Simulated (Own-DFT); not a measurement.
# Computed records: SiC (4H silicon carbide, atoms displaced)

A calculation, not a measurement: plane-wave PBE density functional theory by an unreviewed code, no spin, of a simulated periodic cell, stress positive in tension, free energy of the whole cell less one offset for each atom, forces on such cells passed a denser k mesh, this cell's mesh not checked; offsets are fitted by least squares, one for each functional and potential file, so energies compare only between cells with the same atoms and settings and are not formation energies; the far tail of each file's local potential was reset to the Coulomb form; each entry is a single point on an unrelaxed cell, so the pressure reflects the starting lattice, mostly measured values (interpolated for alloys), from which strain is counted, and rises with the displacements; printed positions are rounded, which can move forces by about a meV/angstrom; the program, named Own-DFT, is a retired in-house code; no spin-orbit coupling. Program: Own-DFT development build.

Entry: SiC (4H silicon carbide, atoms displaced)

```xyz
72
Lattice="9.2481 0.0000 0.0000 -4.6241 8.0091 0.0000 0.0000 0.0000 10.0681" Properties=species:S:1:pos:R:3 SiC
Si     4.6003     8.0026     4.1294
Si     0.0381     1.8085     1.6412
C      4.5435     7.9841     0.9883
C      0.0143     1.7478     3.4961
Si     7.7172     2.5869     4.0568
Si    -1.4881     4.4431     1.5434
C     -1.5273     2.6645     0.8364
C     -1.5272     4.4633     3.5071
Si    -3.1425     5.5208     4.1643
Si    -3.0857     7.0409     1.6284
C     -2.9692     5.4478     0.9945
C     -3.0834     7.1023     3.4192
Si     3.1192     0.0442     4.1224
Si     3.0855     1.8574     1.6061
C      3.1247     0.0633     0.9445
C      3.1301     1.7950     3.5838
Si     1.4949     2.6336     4.1142
Si     1.4706     4.4876     1.5508
C      1.6204     2.6707     0.9021
C      1.5359     4.5173     3.4437
Si    -0.0550     5.3558     4.1543
Si    -0.0638     7.0478     1.5182
C     -0.0371     5.2816     0.9287
C      0.0081     7.2134     3.4709
Si     6.0957     0.0234     4.1502
Si     6.1363     1.7150     1.5772
C      1.4811     7.9940     0.9029
C      6.2122     1.7519     3.5355
Si     4.6009     2.7457     4.0368
Si     4.6970     4.4634     1.5785
C      4.5716     2.6182     0.9635
C      4.6043     4.6326     3.4822
Si     3.1023     5.2976     4.2112
Si     3.0409     7.1838     1.6373
C      2.9671     5.2740     0.8922
C      3.0924     7.0812     3.5378
Si     4.5192     8.0066     9.0580
Si     4.7744     6.2865     6.6225
C      9.1539     0.0046     5.9536
C      4.7086     6.2354     8.4603
Si     6.1858     5.2592     9.2358
Si     6.0397     3.5810     6.6404
C      6.1619     5.2953     5.9209
C      6.1070     3.6194     8.3479
Si     7.6718     2.7019     9.0874
Si     7.6578     0.9957     6.6128
C     -1.4891     2.7265     6.0293
C      7.7222     0.9138     8.4660
Si     6.2403     0.0474     9.1795
Si     1.6146     6.1170     6.6004
C      6.1544     0.0328     5.9033
C      1.4262     6.1961     8.5242
Si     3.1275     5.3308     9.1956
Si     3.0898     3.5354     6.5325
C      3.0343     5.4483     6.0567
C      3.0421     3.6000     8.4339
Si     4.5390     2.6219     9.2297
Si     4.7117     0.8188     6.5999
C      4.7175     2.7014     5.9377
C      4.6278     0.9582     8.5034
Si    -1.5489     7.9802     9.0864
Si    -1.5635     6.2832     6.6087
C     -1.5017     7.9396     5.9410
C     -1.5639     6.2057     8.5543
Si     0.0405     5.3053     9.1496
Si     0.0362     3.5132     6.5433
C     -0.0157     5.2702     5.9030
C     -0.0298     3.5566     8.4823
Si     1.6273     2.6237     9.1167
Si     1.5812     0.8455     6.6243
C      1.6239     2.6863     5.9676
C      1.4993     0.8792     8.6236
```

| Property | Result |
| --- | --- |
| functional | PBE |
| potential files | PseudoDojo norm-conserving, scalar-relativistic, standard set |
| wave cutoff | 42 hartree |
| occupations | Fermi-Dirac |
| smearing width | 0.1 eV |
| hardware | one NVIDIA H100 |
| k mesh | 4 x 4 x 3 centred on Gamma |
| free energy of cell above offsets | -3.853 eV |
| pressure | 5.81 GPa |
| stress xx | -5.08 GPa |
| stress yy | -4.09 GPa |
| stress zz | -8.28 GPa |
| stress yz | -0.38 GPa |
| stress xz | 0.5 GPa |
| stress xy | -0.94 GPa |
| wall time | 350.7 s |

Force:
```tsv
element	x (eV/Å)	y (eV/Å)	z (eV/Å)
Si	-0.03	-0.615	-1.246
Si	-0.115	-0.981	-2.394
C	1.395	0.513	-0.741
C	-0.071	0.043	-0.252
Si	0.142	2.833	1.734
Si	-1.248	-0.99	1.949
C	-0.803	-0.01	2.52
C	-1.206	-0.534	-1.134
Si	1.588	-4.072	-1.89
Si	-0.153	4.834	-1.389
C	-1.544	-4.597	-1.035
C	0.383	2.991	2.047
Si	-0.452	-0.994	-1.523
Si	-0.675	-2.295	1.032
C	-1.382	-0.968	0.165
C	-1.596	0.653	-2.078
Si	1.413	1.822	-0.548
Si	1.312	-1.502	0.967
C	-1.871	0.548	1.5
C	-0.351	-1.378	0.877
Si	1.17	0.396	-2.762
Si	0.647	1.657	1.212
C	0.621	1.141	-0.2
C	-0.9	-2.044	-0.667
Si	1.95	-0.902	-2.113
Si	0.761	0.801	0.335
C	0.61	-0.323	1.712
C	-1.714	0.757	-2.162
Si	2.061	0.422	1.221
Si	-1.792	0.736	0.261
C	2.369	1.9	1.153
C	1.058	-2.893	-0.51
Si	-1.978	1.883	-1.574
Si	-0.355	-1.976	-0.088
C	2.824	1.73	2.014
C	-1.119	0.881	-0.409
Si	2.336	-0.52	2.264
Si	-2.855	-0.768	-0.158
C	2.17	0.711	1.297
C	-1.064	-0.297	1.775
Si	-0.049	1.99	-2.488
Si	3.552	0.573	-2.909
C	0.282	1.728	1.974
C	0.074	-1.333	6.294
Si	0.428	0.161	-1.398
Si	0.212	-1.449	-0.752
C	-1.975	-0.877	-1.538
C	-1.352	0.33	0.091
Si	-2.036	-1.334	-2.156
Si	-5.235	3.294	1.736
C	1.098	-1.271	3.071
C	3.645	1.777	-0.71
Si	-1.204	0.462	-3.023
Si	1.575	1.385	1.521
C	5.267	-3.653	-1.628
C	1.147	-0.939	0.95
Si	0.513	1.826	-3.326
Si	-1.553	1.958	0.467
C	-3.119	-1.602	-0.716
C	0.187	-1.892	-0.303
Si	0.211	0.438	1.462
Si	0.959	-3.353	0.84
C	-0.405	1.925	1.229
C	0.496	-0.179	-0.878
Si	-2.023	-0.522	-0.999
Si	0.151	1.226	1.778
C	0.518	1.29	3.059
C	1.155	-0.502	-0.052
Si	-2.155	1.543	-0.338
Si	-0.845	0.828	0.308
C	-1.669	-1.657	-0.129
C	0.613	-0.762	-2.599
```
